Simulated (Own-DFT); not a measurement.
# How strain changes the stress of 2H SiC, 72 atoms (C36Si36)

Calculated results; nothing here was measured. They come from Own-DFT, an in-house plane-wave density functional program, since retired, whose code no person has reviewed. Each row is one single-point run on a periodic cell that was not relaxed, without spin or spin-orbit coupling.

Settings of every run: PBE; PseudoDojo norm-conserving scalar-relativistic files; cutoff 42 hartree; 4 x 4 x 3 k mesh centred on Gamma; Fermi-Dirac smearing of 0.1 eV.

Known limits: forces on such cells passed a denser k mesh, each cell not checked; stress not checked against mesh or cutoff.

Unstrained cell vectors in Å: (9.248, 0.000, 0.000); (-4.624, 8.009, 0.000); (0.000, 0.000, 10.068). The unstrained cell has measured lattice constants (interpolated for alloys), not those of this functional. That, the random moves and any unrelaxed bonds set the pressure at no strain. Each run strains this cell uniformly, with the atoms carried along. Every atom was also moved at random, by a Gaussian of width 0.05 Å on each axis. Strain is the symmetric tensor, in per cent. Stress is positive in tension, and the pressure is minus a third of its trace.

| run | e_xx (%) | e_yy (%) | e_zz (%) | e_yz (%) | e_xz (%) | e_xy (%) | s_xx (GPa) | s_yy (GPa) | s_zz (GPa) | s_yz (GPa) | s_xz (GPa) | s_xy (GPa) | P (GPa) | E (meV/atom) |
|---|---|---|---|---|---|---|---|---|---|---|---|---|---|---|
| 1 | 0.80 | 0.78 | 1.10 | -1.87 | 0.51 | -1.91 | 0.64 | 1.09 | -0.48 | -5.28 | 1.80 | -8.08 | -0.42 | 11.0 |
| 2 | 0.72 | 1.14 | 1.19 | 1.11 | -1.34 | 0.78 | -0.96 | 3.60 | -0.24 | 2.89 | -3.85 | 3.23 | -0.80 | 30.5 |
| 3 | -0.93 | 0.65 | 0.46 | -0.30 | -1.26 | -0.07 | -8.02 | -1.83 | -5.08 | -1.35 | -3.61 | -0.88 | 4.97 | 15.6 |
| 4 | -0.43 | 0.64 | -0.73 | 0.22 | -1.56 | 0.08 | -8.17 | -1.64 | -10.40 | 0.97 | -5.74 | -0.58 | 6.74 | 26.7 |
| 5 | 0.04 | -0.40 | -0.44 | -0.27 | -1.73 | 1.25 | -2.50 | -7.91 | -11.74 | -0.76 | -4.93 | 7.19 | 7.38 | 22.9 |
| 6 | -0.96 | 1.30 | -0.48 | 1.73 | -0.95 | -1.23 | -9.58 | 1.59 | -11.28 | 5.71 | -4.18 | -5.40 | 6.42 | 42.1 |
| 7 | 0.96 | -1.80 | 0.11 | -0.72 | 0.55 | 1.01 | -2.24 | -12.94 | -6.54 | -2.36 | 3.10 | 5.00 | 7.24 | 25.5 |
| 8 | -1.96 | 0.50 | -0.51 | -1.74 | -0.34 | -0.33 | -16.48 | -2.69 | -10.92 | -6.26 | -0.90 | -1.18 | 10.03 | 20.4 |
| 9 | -0.20 | -0.33 | -0.33 | 1.39 | 0.93 | 1.88 | -6.46 | -7.72 | -9.24 | 4.76 | 3.27 | 10.20 | 7.81 | 31.7 |
| 10 | 1.44 | -0.17 | -1.42 | -0.55 | -0.88 | -0.67 | 3.90 | -6.69 | -16.67 | -2.70 | -2.70 | -2.69 | 6.49 | 39.3 |
| 11 | 0.09 | -1.91 | -0.54 | 1.00 | -0.75 | -1.54 | -5.71 | -13.67 | -12.51 | 3.65 | -2.12 | -8.49 | 10.63 | 14.5 |
| 12 | 1.15 | -0.39 | -1.60 | -1.12 | -0.49 | 0.25 | 1.80 | -5.28 | -18.41 | -3.82 | -1.78 | 0.99 | 7.29 | 20.5 |
| 13 | 0.20 | -1.96 | -1.65 | -0.09 | -1.74 | 1.05 | -5.03 | -17.76 | -19.65 | -0.77 | -4.97 | 6.03 | 14.15 | 55.5 |
| 14 | -1.65 | 0.62 | 1.38 | -1.00 | -0.44 | -1.79 | -12.17 | -1.13 | -0.98 | -3.13 | -0.73 | -7.63 | 4.76 | 23.2 |
| 15 | -0.36 | 1.02 | 1.19 | -1.50 | 0.33 | 1.32 | -3.64 | 1.18 | -0.36 | -5.93 | 0.99 | 5.25 | 0.94 | 0.0 |
| 16 | -0.74 | 0.23 | 1.01 | 0.36 | 0.87 | -1.02 | -8.94 | -3.59 | -2.00 | 0.91 | 3.04 | -4.94 | 4.84 | 35.0 |
| 17 | -1.78 | 1.87 | 0.79 | -0.20 | 0.53 | 0.24 | ? | ? | ? | ? | ? | ? | ? | ? |

E is the free energy for each atom above the lowest run shown.

## Worked fit

Each stress component was fitted by least squares to a constant and the strains of the runs shown, as fractions, with shears doubled. Shear strains stay in the fit of a normal stress only where such slopes are resolved. The slopes, in GPa:

```
stress,at no strain,per e_xx,per e_yy,per e_zz,scatter
s_xx,-4.6,562 ± 38,81 ± 39,19 ± 40,1.34
s_yy,-4.5,70 ± 30,539 ± 31,77 ± 31,1.05
s_zz,-8.0,31 ± 27,44 ± 28,614 ± 28,0.95
```

Each shear stress against twice its own strain: yz 168 ± 7, xz 155 ± 6, xy 239 ± 12 GPa. These are stiffnesses along x, y and z of the frame in which the cell vectors are given, which need not be the crystal's axes. The atoms are held to the strained lattice; where symmetry lets them move under strain, relaxing them would lower some slopes. The table should be nearly symmetric about its diagonal, and what it lacks of that shows the noise. A ninth of its sum, 226 ± 6 GPa, estimates the bulk modulus near the mean pressure of these runs, 6.2 GPa, so it lies above the value at zero pressure.

## Withheld run

Question: what normal stresses and pressure should run 17 give?

The fit gives s_xx = -12.9, s_yy = 4.9, s_zz = -2.9 and P = 3.6 GPa. The calculation gave -11.55, 3.43, -3.34 and P = 3.82 GPa.
